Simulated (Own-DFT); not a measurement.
# Computed records: Si12O23 (quartz with two neutral oxygen vacancies, strained, atoms displaced)

Computed with Own-DFT development build. A calculation, not a measurement: plane-wave PBE and HSE06 DFT by an unreviewed code, no spin, of a simulated cell at Gamma alone, so results move with cell size and shape, stress positive in tension, energies less offsets, not probed for a lower state with spin; oxygen file: force components 24 meV/angstrom off all-electron in a glass; k mesh not checked against a denser one; forces and stress are PBE's, HSE06 gives the energy alone, and its difference from PBE has offsets of its own; offsets are fitted by least squares, one for each functional and potential file, so energies compare only between cells with the same atoms and settings and are not formation energies; the far tail of each file's local potential was reset to the Coulomb form; each entry is a single point on an unrelaxed cell, so the pressure reflects the starting lattice, mostly measured values (interpolated for alloys), from which strain is counted, and rises with the displacements; printed positions are rounded, which can move forces by about a meV/angstrom; the program, named Own-DFT, is a retired in-house code; no spin-orbit coupling.

```cif
# cell vector a (Å): 9.6853 -0.1291 0.1721
# cell vector b (Å): -4.9544 8.7011 -0.1071
# cell vector c (Å): 0.1893 -0.0267 10.7438
data_Si12O23
_symmetry_space_group_name_H-M 'P 1'
_symmetry_Int_Tables_number 1
_cell_length_a 9.6877
_cell_length_b 10.0133
_cell_length_c 10.7455
_cell_angle_alpha 91.236
_cell_angle_beta 87.971
_cell_angle_gamma 120.426
_cell_volume 898.25
loop_
_atom_site_label
_atom_site_type_symbol
_atom_site_fract_x
_atom_site_fract_y
_atom_site_fract_z
_atom_site_occupancy
Si1 Si 0.22600 0.00218 0.99826 1
Si2 Si 0.02154 0.23542 0.34870 1
Si3 Si 0.26751 0.27052 0.15709 1
O1 O 0.21758 0.15621 0.04869 1
O2 O 0.42723 0.29103 0.22879 1
O3 O 0.36251 0.08341 0.40304 1
O4 O 0.05003 0.36114 0.43933 1
O5 O 0.13392 0.20711 0.26231 1
O6 O 0.28603 0.42413 0.11184 1
Si4 Si 0.22370 0.99865 0.49087 1
Si5 Si 0.99027 0.22104 0.81702 1
Si6 Si 0.25329 0.25623 0.67061 1
O7 O 0.21126 0.12187 0.55505 1
O8 O 0.36254 0.05485 0.88736 1
O9 O 0.07988 0.38155 0.93596 1
O10 O 0.29192 0.43482 0.60795 1
Si7 Si 0.22803 0.48182 0.99805 1
Si8 Si 0.00146 0.73739 0.32514 1
Si9 Si 0.27275 0.76400 0.16445 1
O11 O 0.19507 0.62525 0.05948 1
O12 O 0.43329 0.79709 0.21737 1
O13 O 0.38372 0.57720 0.40152 1
O14 O 0.06820 0.85686 0.44388 1
O15 O 0.14024 0.69068 0.27003 1
O16 O 0.29581 0.91922 0.09570 1
Si10 Si 0.24179 0.51458 0.50013 1
Si11 Si 0.00148 0.73597 0.83512 1
Si12 Si 0.25695 0.77305 0.64820 1
O17 O 0.20695 0.63547 0.55284 1
O18 O 0.41772 0.79638 0.71959 1
O19 O 0.35884 0.58427 0.89525 1
O20 O 0.08079 0.88638 0.93929 1
O21 O 0.13494 0.70433 0.78605 1
O22 O 0.29915 0.92360 0.59705 1
Si13 Si 0.73697 0.99697 0.99091 1
Si14 Si 0.49058 0.23215 0.32692 1
Si15 Si 0.78155 0.26388 0.16227 1
O23 O 0.69998 0.13681 0.04494 1
O24 O 0.94093 0.29555 0.22845 1
O25 O 0.87382 0.06874 0.39267 1
O26 O 0.58383 0.37207 0.43357 1
O27 O 0.63725 0.20412 0.26323 1
O28 O 0.79848 0.42798 0.11520 1
Si16 Si 0.74243 0.02827 0.49202 1
Si17 Si 0.48508 0.22864 0.83929 1
Si18 Si 0.76752 0.26938 0.66778 1
O29 O 0.71441 0.13802 0.56072 1
O30 O 0.91940 0.30217 0.73186 1
O31 O 0.87859 0.08039 0.89063 1
O32 O 0.57436 0.35563 0.92193 1
O33 O 0.64159 0.21859 0.77375 1
O34 O 0.79352 0.42698 0.60529 1
Si19 Si 0.73311 0.50749 0.99158 1
Si20 Si 0.48113 0.73407 0.33629 1
Si21 Si 0.78182 0.77118 0.15271 1
O35 O 0.71293 0.62877 0.05934 1
O36 O 0.92115 0.78444 0.23195 1
O37 O 0.86797 0.58797 0.38096 1
O38 O 0.58845 0.87717 0.43644 1
O39 O 0.63115 0.69710 0.27908 1
O40 O 0.77428 0.91654 0.10438 1
Si22 Si 0.72349 0.49352 0.50353 1
Si23 Si 0.50841 0.74405 0.82598 1
Si24 Si 0.75840 0.75681 0.65397 1
O41 O 0.71410 0.64129 0.56215 1
O42 O 0.91447 0.79490 0.72534 1
O43 O 0.88087 0.57911 0.89744 1
O44 O 0.56765 0.85684 0.93466 1
O45 O 0.64039 0.70402 0.77717 1
O46 O 0.78630 0.91194 0.60787 1
_calc_first_functional 'PBE'
_calc_second_functional 'HSE06'
_calc_exact_exchange_share 0.25
_calc_screening 0.11  # 1/bohr
_calc_exchange_divergence 'Gygi-Baldereschi'
_calc_potential_files 'PseudoDojo norm-conserving, scalar-relativistic, made for PBE, standard set'
_calc_wave_cutoff 48  # hartree
_calc_occupations 'fixed'
_calc_k_mesh '1 x 1 x 1 centred on Gamma'
_calc_PBE_energy_of_cell_above_offsets '-4.027'  # eV
_calc_HSE06_less_PBE_above_offsets '0.592'  # eV
_calc_PBE_pressure 12.72  # GPa
_calc_PBE_stress_xx -9.36  # GPa
_calc_PBE_stress_yy -16.48  # GPa
_calc_PBE_stress_zz -12.34  # GPa
_calc_PBE_stress_yz -4.47  # GPa
_calc_PBE_stress_xz 5.07  # GPa
_calc_PBE_stress_xy -3.68  # GPa
```

Force:
| element | x (eV/Å) | y (eV/Å) | z (eV/Å) |
| --- | --- | --- | --- |
| Si | 6.658 | 3.628 | 4.07 |
| Si | -4.75 | -2.415 | -5.778 |
| Si | 2.421 | 1.366 | 3.209 |
| O | 1.084 | -3.885 | -3.094 |
| O | -3.658 | 1.289 | -3.813 |
| O | 3.932 | 1.819 | -4.944 |
| O | 2.265 | 6.129 | 5.177 |
| O | 1.8 | -1.599 | 1.229 |
| O | 0.516 | 1.861 | -0.279 |
| Si | 3.093 | -6.67 | 2.621 |
| Si | 4.031 | 7.471 | -1.722 |
| Si | -0.693 | 0.834 | 1.026 |
| O | -5.616 | 7.037 | 5.255 |
| O | 0.131 | 1.308 | -0.102 |
| O | -5.228 | -8.785 | -5.579 |
| O | 0.57 | -2.164 | 0.282 |
| Si | 1.404 | 8.815 | 3.315 |
| Si | 5.073 | -1.07 | 2.143 |
| Si | -2.402 | -1.297 | -5.097 |
| O | 1.443 | -0.436 | 0.366 |
| O | 2.455 | 0.466 | 1.857 |
| O | -1.187 | -2.597 | 0.245 |
| O | -0.893 | -0.742 | -1.35 |
| O | -3.631 | 1.129 | 3.042 |
| O | -1.742 | 1.404 | 0.2 |
| Si | 0.16 | -6.406 | 0.474 |
| Si | -2.56 | 3.759 | -2.032 |
| Si | 3.394 | -5.013 | 8.229 |
| O | -2.976 | 1.535 | -0.055 |
| O | 1.839 | -0.388 | 0.455 |
| O | 2.618 | 0.783 | -1.803 |
| O | -6.13 | -6.845 | -3.842 |
| O | 2.061 | 0.995 | -3.877 |
| O | -3.438 | 6.232 | -3.753 |
| Si | -3.808 | 0.252 | 1.788 |
| Si | 6.212 | 0.254 | 1.993 |
| Si | -1.071 | 1.418 | -1.1 |
| O | 2.191 | -1.241 | -0.01 |
| O | 0.938 | -1.106 | 0.565 |
| O | 2.925 | 1.583 | -2.002 |
| O | -3.206 | -4.099 | -2.082 |
| O | -2.955 | -0.989 | 2.579 |
| O | -1.731 | 0.922 | -2.92 |
| Si | 3.886 | -11.3 | 0.181 |
| Si | -0.432 | -7.125 | -8.264 |
| Si | -2.064 | 1.257 | -2.529 |
| O | -4.293 | 5.258 | 3.351 |
| O | 3.531 | 0.474 | 0.833 |
| O | -0.436 | -4.446 | 1.732 |
| O | 0.998 | 9.606 | 7.873 |
| O | -3.792 | -1.867 | 1.812 |
| O | -0.329 | 0.446 | -0.453 |
| Si | 4.636 | -7.211 | 1.417 |
| Si | 7.249 | 4.758 | -2.663 |
| Si | -5.06 | -1.839 | 5.078 |
| O | -2.86 | 2.617 | 0.521 |
| O | -0.788 | 3.239 | -4.05 |
| O | -2.191 | -5.119 | 4.136 |
| O | -2.344 | -0.881 | -0.768 |
| O | -0.466 | 1.529 | -2.111 |
| O | 1.105 | 1.05 | -0.741 |
| Si | 4.327 | 5.225 | -1.053 |
| Si | -4.096 | -4.451 | -3.056 |
| Si | -0.938 | 7.314 | 8.845 |
| O | 1.103 | -10.51 | -8.76 |
| O | 5.276 | -0.384 | 3.056 |
| O | -0.871 | -1.493 | 0.167 |
| O | 1.161 | 4.673 | 3.313 |
| O | -0.963 | -0.87 | 0.115 |
| O | -2.89 | 5.504 | -2.862 |
